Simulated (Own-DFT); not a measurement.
# Computed records: Hf$_{31}$O$_{64}$ (monoclinic hafnia with one vacancy, atoms displaced)

Computed with Own-DFT development build. A calculation, not a measurement: plane-wave density functional theory by an unreviewed code, no spin, of a simulated periodic cell, stress positive in tension, run twice, with PBE and with PBEsol, both on files made for PBE, so the change isn't that of files made for PBEsol, defect cell not probed for a lower state with spin; a neutral cation vacancy leaves holes that likely carry spin, which this run leaves out; hafnium file: forces about 75 meV/angstrom off all-electron values; oxygen file: force components 24 meV/angstrom off all-electron in one glass; forces on such cells passed a denser k mesh, this cell's mesh not checked; the far tail of each file's local potential was reset to the Coulomb form; each entry is a single point on an unrelaxed cell, so the pressure reflects the starting lattice, mostly measured values (interpolated for alloys), from which strain is counted, and rises with the displacements; printed positions are rounded, which can move forces by about a meV/angstrom; the program, named Own-DFT, is a retired in-house code; no spin-orbit coupling; stress was not checked against mesh or cutoff.

Common to all runs: functional PBE, then PBEsol; potential files PseudoDojo norm-conserving, scalar-relativistic, standard set; wave cutoff 72 hartree; occupations Fermi-Dirac; smearing width 0.1 eV; k mesh 2 x 2 x 2 centred on Gamma.

(1) Hf$_{31}$O$_{64}$ (monoclinic hafnia with one vacancy, atoms displaced)

```
CELL_PARAMETERS angstrom
10.23400 0.00000 0.00000
0.00000 10.35000 0.00000
-1.69550 0.00000 10.44530
ATOMIC_POSITIONS crystal
Hf 0.13324 0.01792 0.10596
Hf 0.36559 0.26845 0.15096
Hf 0.36459 0.47962 0.40039
Hf 0.13720 0.22559 0.35173
O 0.03619 0.16641 0.17604
O 0.46219 0.41715 0.07756
O 0.46062 0.33255 0.33013
O 0.03254 0.08297 0.42024
O 0.22423 0.38235 0.24371
O 0.27399 0.13003 0.00946
O 0.27393 0.12461 0.25973
O 0.22396 0.37018 0.48801
Hf 0.14020 0.02161 0.60626
Hf 0.36396 0.27172 0.64506
Hf 0.36326 0.48196 0.88725
Hf 0.13987 0.22903 0.85824
O 0.03744 0.16592 0.67453
O 0.46078 0.42022 0.57971
O 0.46667 0.33398 0.82937
O 0.03168 0.08504 0.91777
O 0.22512 0.37970 0.73447
O 0.26950 0.13314 0.50875
O 0.27626 0.12304 0.75746
O 0.22036 0.37110 0.98821
Hf 0.13337 0.51864 0.10168
Hf 0.36602 0.76748 0.14498
Hf 0.36423 0.98243 0.39483
Hf 0.14284 0.73205 0.35401
O 0.03819 0.66476 0.17851
O 0.46143 0.91538 0.07922
O 0.46667 0.83477 0.33512
O 0.03526 0.58747 0.41970
O 0.22955 0.87918 0.24625
O 0.27434 0.63526 0.00909
O 0.27528 0.62431 0.26482
O 0.22932 0.86941 0.49233
Hf 0.13937 0.52034 0.60394
Hf 0.35876 0.77002 0.64941
Hf 0.36213 0.97842 0.89309
Hf 0.14055 0.72790 0.86141
O 0.03248 0.66241 0.66970
O 0.46599 0.91604 0.57637
O 0.46006 0.83523 0.83155
O 0.03980 0.58606 0.92351
O 0.21952 0.87934 0.74074
O 0.27616 0.62886 0.51319
O 0.27971 0.62786 0.76662
O 0.22118 0.87003 0.99599
Hf 0.63388 0.02019 0.10054
Hf 0.86526 0.27006 0.14756
Hf 0.86295 0.47880 0.39521
Hf 0.64297 0.23010 0.35391
O 0.53863 0.16573 0.17684
O 0.96325 0.41708 0.07883
O 0.96484 0.32899 0.32727
O 0.54003 0.08175 0.41955
O 0.72496 0.37254 0.23950
O 0.77461 0.12430 0.01240
O 0.77188 0.11516 0.25939
O 0.72416 0.36862 0.48594
Hf 0.63560 0.01923 0.60883
Hf 0.85868 0.48087 0.89593
Hf 0.63900 0.22950 0.85226
O 0.53789 0.16869 0.67706
O 0.96180 0.41709 0.57524
O 0.96373 0.33555 0.82724
O 0.53537 0.07800 0.92089
O 0.73054 0.37635 0.73828
O 0.77524 0.12787 0.50803
O 0.77553 0.12089 0.75541
O 0.72176 0.36765 0.99302
Hf 0.64452 0.51750 0.10740
Hf 0.86468 0.77595 0.14675
Hf 0.86510 0.98252 0.39972
Hf 0.63797 0.72690 0.35355
O 0.53726 0.66644 0.16799
O 0.96994 0.91447 0.07579
O 0.96468 0.83500 0.32108
O 0.54019 0.58999 0.42268
O 0.72488 0.88244 0.24289
O 0.77535 0.62980 0.01235
O 0.77163 0.62409 0.26303
O 0.72413 0.86762 0.49573
Hf 0.63995 0.51912 0.60359
Hf 0.86074 0.77377 0.64134
Hf 0.86141 0.97901 0.89530
Hf 0.63823 0.73001 0.85500
O 0.53723 0.66214 0.66400
O 0.96264 0.91300 0.57431
O 0.95447 0.83327 0.82243
O 0.53753 0.58600 0.92421
O 0.72748 0.88128 0.74051
O 0.77794 0.63110 0.50687
O 0.77181 0.62459 0.75566
O 0.72313 0.86900 0.98751
```

| Property | Result |
| --- | --- |
| PBE pressure | 3.85 GPa |
| PBE stress xx | -4.06 GPa |
| PBE stress yy | -3.98 GPa |
| PBE stress zz | -3.51 GPa |
| PBE stress yz | -0.04 GPa |
| PBE stress xz | -0.07 GPa |
| PBE stress xy | -0.24 GPa |
| PBEsol pressure | -2.47 GPa |
| PBEsol stress xx | 2.27 GPa |
| PBEsol stress yy | 2.32 GPa |
| PBEsol stress zz | 2.83 GPa |
| PBEsol stress yz | -0.03 GPa |
| PBEsol stress xz | 0.27 GPa |
| PBEsol stress xy | -0.25 GPa |
| rms change of force components from PBE to PBEsol | 0.044 eV/Å |

Force:
```csv
force element,PBE force x (eV/Å),PBE force y (eV/Å),PBE force z (eV/Å),PBEsol force x (eV/Å),PBEsol force y (eV/Å),PBEsol force z (eV/Å)
Hf,1.717,0.417,-0.328,1.684,0.441,-0.353
Hf,-0.335,0.758,-0.73,-0.326,0.783,-0.674
Hf,-0.639,0.292,-0.904,-0.643,0.225,-0.855
Hf,0.255,1.192,1.145,0.261,1.118,1.094
O,-0.252,-0.366,-0.914,-0.239,-0.341,-0.831
O,0.311,0.199,-0.078,0.302,0.198,-0.12
O,0.773,-0.223,0.211,0.733,-0.225,0.145
O,0.637,-0.116,0.3,0.625,-0.124,0.333
O,-0.056,-0.151,-0.674,0.006,-0.159,-0.653
O,0.06,-0.324,0.276,-0.009,-0.317,0.267
O,0.362,-0.615,0.054,0.289,-0.589,0.061
O,0.044,0.266,0.061,0.119,0.267,0.062
Hf,-1.07,0.419,-0.409,-1.04,0.481,-0.403
Hf,-0.434,-0.252,-0.225,-0.439,-0.192,-0.192
Hf,0.077,-0.607,2.022,0.079,-0.635,1.995
Hf,-1.204,0.224,-1.607,-1.176,0.169,-1.592
O,0.794,-0.371,0.039,0.95,-0.445,0.124
O,0.603,0.096,0.119,0.571,0.102,0.054
O,-0.251,0.147,-0.226,-0.261,0.142,-0.279
O,0.252,-0.258,0.885,0.253,-0.264,0.914
O,0.262,0.229,0.664,0.333,0.23,0.641
O,0.705,-0.593,0.202,0.617,-0.58,0.195
O,0.273,-0.233,0.437,0.205,-0.226,0.425
O,0.339,0.564,-0.031,0.378,0.553,-0.038
Hf,1.313,0.256,1.144,1.274,0.292,1.088
Hf,-0.646,0.205,0.909,-0.64,0.245,0.899
Hf,0.247,-0.465,0.364,0.251,-0.522,0.38
Hf,-0.33,-0.293,0.353,-0.305,-0.343,0.313
O,-0.619,0.077,-0.975,-0.59,0.095,-0.905
O,0.269,0.398,-0.298,0.258,0.391,-0.348
O,0.11,-0.374,-0.857,0.098,-0.368,-0.879
O,-0.182,-0.45,0.264,-0.165,-0.448,0.299
O,-0.382,0.539,-0.79,-0.322,0.517,-0.762
O,0.298,-0.951,0.28,0.225,-0.908,0.261
O,0.648,-0.329,-0.326,0.562,-0.302,-0.305
O,-0.311,0.388,0.172,-0.236,0.374,0.168
Hf,-1.166,-0.493,-0.643,-1.158,-0.452,-0.664
Hf,0.951,0.146,-1.007,0.909,0.179,-0.971
Hf,-1.002,0.737,0.986,-0.965,0.673,0.986
Hf,-0.721,1.237,-1.166,-0.669,1.148,-1.141
O,0.428,0.164,0.564,0.431,0.169,0.581
O,-0.634,-0.121,0.651,-0.626,-0.101,0.582
O,1.04,-1.098,-0.666,0.996,-1.072,-0.695
O,-1.392,-0.786,-0.066,-1.332,-0.771,-0.008
O,0.125,0.038,0.137,0.198,0.035,0.128
O,0.087,0.061,0.261,0.027,0.059,0.257
O,-0.225,-0.303,-0.518,-0.267,-0.286,-0.49
O,0.064,0.291,-0.635,0.12,0.275,-0.621
Hf,0.559,-0.241,1.179,0.557,-0.181,1.133
Hf,-0.92,-0.894,-0.149,-0.907,-0.822,-0.109
Hf,0.011,-0.518,1.312,0.002,-0.545,1.336
Hf,0.386,-0.502,1.433,0.406,-0.543,1.386
O,-0.816,0.167,-0.823,-0.79,0.178,-0.753
O,-0.064,0.092,-0.266,-0.06,0.104,-0.304
O,-0.158,0.534,-0.058,-0.159,0.499,-0.125
O,-0.683,-0.022,0.301,-0.672,-0.038,0.335
O,0.113,0.855,-0.285,0.172,0.827,-0.286
O,0.278,0.45,-0.032,0.203,0.429,-0.025
O,0.702,0.859,-0.221,0.618,0.851,-0.213
O,-0.7,1.193,-0.767,-0.665,1.214,-0.844
Hf,1.938,1.215,-0.603,1.918,1.223,-0.607
Hf,0.131,-0.882,-1.744,0.119,-0.931,-1.687
Hf,1.749,-0.225,-0.581,1.718,-0.264,-0.611
O,-1.038,-0.054,-0.726,-1.011,-0.035,-0.646
O,1.042,0.838,-0.219,1.101,0.972,-0.348
O,0.466,0.793,1.324,0.484,0.809,1.366
O,-0.184,0.411,-0.249,-0.184,0.374,-0.184
O,-1.235,0.898,1.213,-1.238,0.942,1.254
O,-0.701,-0.928,-0.599,-0.798,-1.009,-0.694
O,-0.788,-1.052,1.36,-0.916,-1.108,1.387
O,0.413,0.522,-0.2,0.463,0.529,-0.184
Hf,-1.125,0.208,-0.421,-1.085,0.25,-0.44
Hf,-0.712,-0.695,0.458,-0.694,-0.627,0.486
Hf,-1.485,-0.185,-0.362,-1.469,-0.203,-0.326
Hf,0.633,1.702,0.365,0.629,1.606,0.353
O,-0.247,0.032,0.215,-0.241,0.045,0.26
O,-0.64,-0.229,-0.117,-0.63,-0.203,-0.146
O,0.432,0.229,0.599,0.411,0.196,0.522
O,-1.422,-1.744,0.123,-1.372,-1.703,0.17
O,0.065,-0.499,-0.705,0.137,-0.491,-0.698
O,0.397,-0.247,-0.104,0.316,-0.252,-0.103
O,0.811,-0.884,-0.708,0.719,-0.864,-0.69
O,-0.207,0.324,-0.631,-0.137,0.305,-0.601
Hf,1.75,-1.093,0.07,1.709,-1.005,0.057
Hf,-0.422,-0.848,0.423,-0.431,-0.775,0.433
Hf,-0.459,0.935,-1.299,-0.467,0.871,-1.274
Hf,0.244,-0.15,-0.578,0.26,-0.196,-0.57
O,-1.447,1.472,1.198,-1.403,1.434,1.209
O,1.459,0.708,0.221,1.4,0.704,0.17
O,1.74,-0.634,0.882,1.671,-0.617,0.812
O,-0.321,-0.34,-0.356,-0.306,-0.338,-0.31
O,-1.096,-0.218,0.043,-0.999,-0.218,0.037
O,0.065,-0.569,0.254,-0.002,-0.549,0.243
O,0.226,-0.493,0.976,0.151,-0.471,0.952
O,0.066,0.137,0.424,0.123,0.134,0.404
```

(2) Hf$_{31}$O$_{64}$ (monoclinic hafnia with one vacancy, atoms displaced)

```
CELL_PARAMETERS angstrom
10.23400 0.00000 0.00000
0.00000 10.35000 0.00000
-1.69550 0.00000 10.44530
ATOMIC_POSITIONS crystal
Hf 0.13991 0.02295 0.09939
Hf 0.36266 0.27431 0.14476
Hf 0.36934 0.48213 0.39811
Hf 0.14004 0.22555 0.35029
O 0.03696 0.17071 0.17696
O 0.46190 0.41287 0.07508
O 0.46511 0.33635 0.32606
O 0.04071 0.08783 0.42858
O 0.22380 0.38314 0.24344
O 0.28280 0.12325 0.01291
O 0.27466 0.11793 0.26498
O 0.22122 0.37216 0.48608
Hf 0.13900 0.01884 0.60473
Hf 0.36239 0.26696 0.64838
Hf 0.36546 0.47741 0.89474
Hf 0.13964 0.22995 0.85617
O 0.03264 0.16473 0.67428
O 0.46541 0.40677 0.57611
O 0.45568 0.33053 0.82923
O 0.03734 0.08697 0.92185
O 0.22876 0.38270 0.73737
O 0.27896 0.12863 0.51185
O 0.27891 0.11724 0.76230
O 0.22120 0.36839 0.99060
Hf 0.14190 0.51928 0.10561
Hf 0.35922 0.77226 0.14125
Hf 0.36389 0.97665 0.39841
Hf 0.13606 0.73322 0.35122
O 0.03418 0.66736 0.17414
O 0.46140 0.91782 0.07677
O 0.46257 0.83497 0.33242
O 0.03682 0.58869 0.42482
O 0.22200 0.87808 0.24174
O 0.28173 0.62612 0.00899
O 0.27612 0.62376 0.26033
O 0.22372 0.87096 0.48413
Hf 0.13913 0.51119 0.60224
Hf 0.35848 0.76950 0.64186
Hf 0.36451 0.98036 0.89498
Hf 0.13952 0.73241 0.85792
O 0.03501 0.66616 0.67209
O 0.46772 0.91849 0.57364
O 0.46332 0.83345 0.82793
O 0.03141 0.59007 0.92084
O 0.22381 0.88119 0.73801
O 0.27792 0.62840 0.51223
O 0.27382 0.62305 0.75824
O 0.22455 0.87334 0.99483
Hf 0.86476 0.27185 0.14828
Hf 0.85979 0.48158 0.39815
Hf 0.64290 0.22760 0.36129
O 0.53706 0.16985 0.17304
O 0.96361 0.41878 0.08249
O 0.96673 0.33467 0.32810
O 0.53940 0.08165 0.42769
O 0.72425 0.37878 0.23906
O 0.77175 0.12820 0.00711
O 0.77430 0.11913 0.25882
O 0.72303 0.37487 0.48413
Hf 0.64271 0.01905 0.60216
Hf 0.86703 0.27161 0.64409
Hf 0.86049 0.48261 0.89196
Hf 0.64015 0.22997 0.85326
O 0.53577 0.16757 0.67110
O 0.96481 0.41775 0.58439
O 0.95586 0.33124 0.82637
O 0.53668 0.08101 0.92453
O 0.72041 0.37476 0.73853
O 0.77919 0.12940 0.50701
O 0.77433 0.12226 0.76052
O 0.72208 0.37556 0.98911
Hf 0.63210 0.51886 0.10311
Hf 0.86265 0.77390 0.14448
Hf 0.86192 0.97909 0.39613
Hf 0.63568 0.72746 0.35529
O 0.53544 0.66935 0.17482
O 0.96857 0.91302 0.07215
O 0.96072 0.83392 0.32439
O 0.53728 0.58741 0.42623
O 0.72294 0.88214 0.23901
O 0.77465 0.62679 0.00952
O 0.77236 0.62291 0.26112
O 0.72243 0.86664 0.49296
Hf 0.63559 0.51733 0.60172
Hf 0.86214 0.76816 0.64845
Hf 0.86835 0.97962 0.89999
Hf 0.64071 0.73093 0.85032
O 0.53470 0.66348 0.68257
O 0.96090 0.91168 0.57484
O 0.95818 0.83111 0.82650
O 0.53459 0.58332 0.92298
O 0.72399 0.88290 0.73342
O 0.77451 0.62758 0.50860
O 0.77759 0.62240 0.76026
O 0.72463 0.87296 0.98812
```

| Quantity | Value |
| --- | --- |
| PBE pressure | 3.82 GPa |
| PBE stress xx | -3.73 GPa |
| PBE stress yy | -3.54 GPa |
| PBE stress zz | -4.2 GPa |
| PBE stress yz | 0.36 GPa |
| PBE stress xz | 0.07 GPa |
| PBE stress xy | -0.12 GPa |
| PBEsol pressure | -2.5 GPa |
| PBEsol stress xx | 2.6 GPa |
| PBEsol stress yy | 2.74 GPa |
| PBEsol stress zz | 2.15 GPa |
| PBEsol stress yz | 0.35 GPa |
| PBEsol stress xz | 0.41 GPa |
| PBEsol stress xy | -0.12 GPa |
| rms change of force components from PBE to PBEsol | 0.043 eV/Å |

Force:
```csv
force element,PBE force x (eV/Å),PBE force y (eV/Å),PBE force z (eV/Å),PBEsol force x (eV/Å),PBEsol force y (eV/Å),PBEsol force z (eV/Å)
Hf,0.01,-0.293,1.721,0.03,-0.259,1.648
Hf,0.322,-1.806,0.997,0.348,-1.728,1
Hf,-1.86,-0.481,-0.499,-1.821,-0.524,-0.466
Hf,0.158,0.882,1.236,0.151,0.813,1.183
O,0.305,-0.967,-1.149,0.312,-0.914,-1.057
O,0.39,0.651,-0.023,0.37,0.653,-0.074
O,0.368,-0.108,0.133,0.337,-0.104,0.092
O,-1.041,-0.814,-0.347,-0.992,-0.811,-0.293
O,0.403,-0.14,-0.648,0.452,-0.133,-0.646
O,-0.71,0.995,-0.165,-0.765,0.96,-0.165
O,0.355,0.333,-0.844,0.264,0.328,-0.815
O,0.294,-0.057,0.406,0.337,-0.037,0.406
Hf,-0.324,0.308,-0.373,-0.306,0.353,-0.39
Hf,-0.222,-0.326,-0.787,-0.213,-0.281,-0.741
Hf,-0.672,1.27,-0.439,-0.651,1.193,-0.4
Hf,-0.156,0.075,-0.596,-0.154,0.012,-0.595
O,0.79,-0.203,0.207,0.772,-0.175,0.242
O,0.675,1.056,-0.215,0.655,1.055,-0.257
O,1.394,-0.796,0.095,1.34,-0.77,0.037
O,0.31,0.082,0.261,0.323,0.072,0.308
O,-0.802,-0.919,0.554,-0.716,-0.897,0.532
O,-0.18,-0.1,0.426,-0.239,-0.106,0.424
O,-0.75,0.971,-0.311,-0.793,0.955,-0.303
O,-0.078,0.185,-0.244,-0.012,0.183,-0.235
Hf,-1.076,0.541,0.181,-1.045,0.562,0.171
Hf,0.878,0.415,1.274,0.852,0.466,1.253
Hf,0.019,0.738,-0.712,0.008,0.662,-0.664
Hf,0.121,-0.751,0.151,0.123,-0.77,0.113
O,0.435,-0.438,-0.439,0.44,-0.403,-0.375
O,-0.603,-0.364,0.052,-0.766,-0.432,-0.042
O,0.414,-0.88,-0.661,0.391,-0.862,-0.677
O,-0.777,-0.75,-0.051,-0.749,-0.752,-0.008
O,0.043,0.322,-0.81,0.102,0.298,-0.785
O,-0.701,0.267,0.142,-0.745,0.264,0.146
O,0.141,-0.302,-0.011,0.071,-0.29,-0.018
O,-0.216,0.208,1.066,-0.141,0.209,1.037
Hf,0.235,2.249,-0.086,0.242,2.233,-0.104
Hf,0.418,0.119,0.831,0.388,0.143,0.844
Hf,1.462,-0.272,1.285,1.433,-0.295,1.292
Hf,-0.245,-0.779,-1.268,-0.243,-0.82,-1.269
O,0.238,-0.166,0.238,0.225,-0.141,0.285
O,-0.607,-0.947,1.061,-0.598,-0.902,0.969
O,0.175,-0.262,-0.384,0.164,-0.267,-0.428
O,0.395,-0.487,0.484,0.391,-0.479,0.504
O,-0.193,-0.562,0.066,-0.125,-0.554,0.051
O,0.287,-0.139,-0.232,0.231,-0.133,-0.216
O,0.089,-0.081,0.402,0.033,-0.071,0.388
O,-0.402,-0.378,-0.951,-0.339,-0.363,-0.918
Hf,-1.806,-0.902,-0.589,-1.757,-0.831,-0.539
Hf,0.907,0.504,-1.163,0.86,0.457,-1.116
Hf,-0.454,-0.984,-2.775,-0.419,-1.002,-2.746
O,-0.824,0.714,0.467,-0.896,0.846,0.573
O,0.709,0.472,-0.688,0.692,0.465,-0.71
O,-0.417,0.273,0.49,-0.416,0.249,0.417
O,-0.22,0.645,-0.739,-0.199,0.611,-0.657
O,-0.078,0.215,0.182,-0.013,0.213,0.181
O,1.295,0.977,-0.447,1.284,1.013,-0.514
O,0.836,0.881,1.354,0.798,0.92,1.424
O,-0.034,-0.14,0.917,0.024,-0.127,0.888
Hf,-0.29,0.256,0.538,-0.279,0.279,0.496
Hf,-1.294,-0.753,0.624,-1.256,-0.694,0.658
Hf,-0.298,-0.221,1.195,-0.308,-0.246,1.192
Hf,-0.05,-1.105,1.46,-0.017,-1.14,1.404
O,-0.07,-0.212,0.306,-0.071,-0.182,0.346
O,-0.04,0.269,-0.706,-0.038,0.265,-0.737
O,1.396,-0.223,0.489,1.351,-0.226,0.41
O,-0.21,0.943,-1.257,-0.259,0.943,-1.294
O,0.039,0.855,-0.6,0.096,0.829,-0.583
O,0.172,0.2,0.627,0.099,0.188,0.607
O,0.46,-0.014,-0.282,0.381,0,-0.279
O,0.081,-0.245,-0.332,0.135,-0.222,-0.328
Hf,1.344,0.611,0.247,1.326,0.635,0.206
Hf,-1.96,0.493,-0.563,-1.917,0.53,-0.523
Hf,-0.762,-0.019,-1.181,-0.767,-0.065,-1.138
Hf,0.93,1.954,-0.848,0.931,1.864,-0.85
O,-0.483,-0.445,-0.373,-0.464,-0.425,-0.315
O,0.871,0.463,0.426,0.845,0.474,0.36
O,0.511,0.216,0.28,0.501,0.191,0.223
O,-0.839,-0.789,0.28,-0.813,-0.8,0.319
O,0.798,-1.035,1.035,0.916,-1.109,1.107
O,-0.032,0.248,0.081,-0.09,0.227,0.067
O,0.285,-0.429,0.057,0.21,-0.424,0.071
O,0.19,0.395,-0.543,0.239,0.398,-0.517
Hf,0.303,0.377,1.122,0.308,0.404,1.063
Hf,0.185,-0.049,-0.787,0.181,0,-0.741
Hf,-3.055,0.279,-0.123,-2.998,0.218,-0.082
Hf,-0.331,0.919,1.744,-0.312,0.851,1.685
O,-0.161,-0.542,-1.645,-0.142,-0.5,-1.562
O,1.065,0.787,0.185,1.026,0.785,0.134
O,1.204,-0.131,0.304,1.169,-0.147,0.246
O,-0.106,-0.074,-0.057,-0.106,-0.102,-0.006
O,-0.151,-0.852,0.891,-0.088,-0.845,0.852
O,0,-0.306,0.485,-0.064,-0.315,0.464
O,-0.192,-0.451,-0.36,-0.24,-0.43,-0.338
O,1.064,-1.121,-0.756,1.181,-1.166,-0.797
```
